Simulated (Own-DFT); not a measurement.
# A layer strained by its substrate: wurtzite AlN, 72 atoms (Al36N36)

Source: density functional calculations with Own-DFT, an unreviewed in-house program that is no longer used. Nothing was measured or relaxed, and spin and spin-orbit coupling are left out.

Settings: PBE; PseudoDojo norm-conserving scalar-relativistic files; cutoff 42 hartree; 3 x 3 x 2 k mesh centred on Gamma; Fermi-Dirac smearing of 0.1 eV.

Known weak points: forces on such cells moved up to 12 meV/angstrom on a denser k mesh; stress not checked against mesh or cutoff.

Unstrained cell vectors in Å: (9.336, 0.000, 0.000); (-4.668, 8.085, 0.000); (0.000, 0.000, 9.964). The unstrained cell has measured lattice constants (interpolated for alloys), not those of this functional. That, the random moves and any unrelaxed bonds set the pressure at no strain. Each run strains x and y alike by e, as a substrate would, and holds the height along z. Each coordinate of each atom was shifted by a normal deviate of width 0.05 Å. Stress is positive in tension.

```
e (%)  u (Å)  (s_xx + s_yy)/2 (GPa)  s_zz (GPa)
-2.75  0.048                 -24.08       -9.64
-2.50  0.043                 -21.14       -9.99
-2.25  0.049                      ?           ?
-2.00  0.048                 -18.34       -8.79
-1.50  0.048                 -16.06       -5.64
-1.25  0.046                 -12.96       -6.95
-1.00  0.047                 -11.11       -7.06
 0.75  0.050                  -3.16       -2.10
 1.50  0.055                   1.20       -1.68
 2.75  0.051                   8.03       -0.44
```

## Fit

With e as a fraction, the in-plane stress is -6.4 + 561 e - 1951 e² GPa (errors 16 and 1085, scatter 0.85), and s_zz is -4.6 + 183 e GPa (slope ± 18, scatter 0.95). At e = 0 the first slope is C11 + C12 and the second 2 C13, both with the ions held to the strained lattice and at the cell's own pressure. A free layer would change its height as e changes, and the in-plane slope would drop by 2 C13²/C33 to the biaxial modulus. At fixed height, a misfit of 1 % moves the in-plane stress by about 5.6 GPa and s_zz by 1.8 GPa.

## The run left out

The question: what are the two stresses at e = -2.25 %?

The fitted form gives -20.0 and -8.7 GPa. Computed: -20.61 and -8.12 GPa.
